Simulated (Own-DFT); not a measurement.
# Point defects and the pressure they add: 4H SiC

Everything here is calculated. The program is Own-DFT (plane waves, in-house, since retired, never reviewed by a person); positions were held fixed, and spin and spin-orbit coupling were off.

All runs used: PBE; PseudoDojo norm-conserving scalar-relativistic files; cutoff 42 hartree; 4 x 4 x 3 k mesh centred on Gamma; Fermi-Dirac smearing of 0.1 eV.

Caveats (not all hold for every row): a neutral cation vacancy leaves holes that likely carry spin, which these runs leave out; not probed for a lower state with spin; forces on such cells failed a check on a denser k mesh; forces on such cells passed a denser k mesh, each cell not checked; stress not checked against mesh or cutoff.

All runs share one cell, with vectors in Å (9.248, 0.000, 0.000); (-4.624, 8.009, 0.000); (0.000, 0.000, 10.068) and a volume of 745.7 Å³. The atoms are randomly displaced, by u rms on each axis. The defect's site can differ from row to row.

```
cell,formula,u (Å),P (GPa)
no defect,C36Si36,0.0283,3.75
no defect,C36Si36,0.0598,5.74
no defect,C36Si36,0.0665,6.48
one C on a Si site,C37Si35,0.0480,3.06
one C on a Si site,C37Si35,0.0490,3.13
one C on a Si site,C37Si35,0.0503,3.10
one C on a Si site,C37Si35,0.0507,?
one Al on a Si site and one N on a C site,AlC35NSi35,0.0454,5.06
one Al on a Si site and one N on a C site,AlC35NSi35,0.0487,5.10
one Al on a Si site and one N on a C site,AlC35NSi35,0.0509,5.55
two Al on a Si site each,Al2C36Si34,0.0306,5.85
two Al on a Si site each,Al2C36Si34,0.0325,5.85
two Al on a Si site each,Al2C36Si34,0.0514,7.54
one Si vacancy,C36Si35,0.0303,3.05
one Si vacancy,C36Si35,0.0310,2.95
one Si vacancy,C36Si35,0.0321,3.16
```

## Analysis

P = P0 + c u² + a shift for each defect gives P0 = 2.98 GPa, c = 798 ± 49 GPa/Å² and a scatter of 0.15 GPa. The shifts, and each times the cell's volume:

- two Al on a Si site each: 2.20 ± 0.14 GPa, 10.2 eV (5.1 eV for each of its 2 sites)
- one Al on a Si site and one N on a C site: 0.39 ± 0.12 GPa, 1.8 eV
- one Si vacancy: -0.70 ± 0.15 GPa, -3.3 eV
- one C on a Si site: -1.81 ± 0.12 GPa, -8.4 eV

A positive shift means that the defect pushes the cell outwards. Shift times volume (160.2 GPa Å³ is 1 eV) depends little on the cell's size, so, taken for each site, it can be compared between cells at like pressure. The atoms around the defects weren't relaxed, which would change these numbers.

## Test on the hidden row

Question: what pressure belongs in the blank (one C on a Si site, u = 0.0507 Å)?

From the fit: 3.23 ± 0.17 GPa. DFT gave 4.06 GPa. The miss is larger than the scatter suggests: chance, or a term that the fit lacks.
